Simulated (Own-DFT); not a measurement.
# One host, several defects: 4H SiC

Calculated, not measured: single-point runs of Own-DFT, a retired in-house plane-wave DFT program that no person has reviewed, on unrelaxed cells, without spin or spin-orbit coupling.

All runs used: PBE; PseudoDojo norm-conserving scalar-relativistic files; cutoff 42 hartree; 4 x 4 x 3 k mesh centred on Gamma; Fermi-Dirac smearing of 0.1 eV.

Caveats (not all hold for every row): some atoms lie very close together; not probed for a lower state with spin; forces on such cells failed a check on a denser k mesh; forces on such cells passed a denser k mesh, each cell not checked; stress not checked against mesh or cutoff.

All runs share one cell, with vectors in Å (9.248, 0.000, 0.000); (-4.624, 8.009, 0.000); (0.000, 0.000, 10.068) and a volume of 745.7 Å³. The atoms are randomly displaced, by u rms on each axis. The defect's site can differ from row to row.

```
cell,formula,u (Å),P (GPa)
no defect,C36Si36,0.0303,3.72
no defect,C36Si36,0.0546,5.51
no defect,C36Si36,0.0601,6.27
two Al on a Si site each,Al2C36Si34,0.0302,5.72
two Al on a Si site each,Al2C36Si34,0.0327,6.01
two Al on a Si site each,Al2C36Si34,0.0454,?
two Al on a Si site each,Al2C36Si34,0.0532,8.01
one C vacancy,C35Si36,0.0287,3.45
one C vacancy,C35Si36,0.0488,5.13
one C vacancy,C35Si36,0.0535,5.54
one Al on a Si site and one N on a C site,AlC35NSi35,0.0485,5.39
one Al on a Si site and one N on a C site,AlC35NSi35,0.0505,5.24
one Al on a Si site and one N on a C site,AlC35NSi35,0.0505,5.92
one C on a Si site and one Si on a C site,C36Si36,0.0309,7.56
one C on a Si site and one Si on a C site,C36Si36,0.0508,8.94
one C on a Si site and one Si on a C site,C36Si36,0.0551,9.05
```

## Worked fit

P = P0 + c u² + a shift for each defect gives P0 = 2.76 GPa, c = 963 ± 72 GPa/Å² and a scatter of 0.24 GPa. The shifts, and each times the cell's volume:

- one C on a Si site and one Si on a C site: 3.65 ± 0.20 GPa, 17.0 eV
- two Al on a Si site each: 2.28 ± 0.21 GPa, 10.6 eV (5.3 eV for each of its 2 sites)
- one Al on a Si site and one N on a C site: 0.36 ± 0.19 GPa, 1.7 eV (not resolved)
- one C vacancy: 0.00 ± 0.20 GPa, 0.0 eV (not resolved)

A positive shift means that the defect pushes the cell outwards. Shift times volume (160.2 GPa Å³ is 1 eV) depends little on the cell's size, so, taken for each site, it can be compared between cells at like pressure. The atoms around the defects weren't relaxed, which would change these numbers.

## Check

Asked: what pressure belongs in the blank (two Al on a Si site each, u = 0.0454 Å)?

Estimate: 7.02 ± 0.28 GPa. The hidden result is 6.90 GPa.
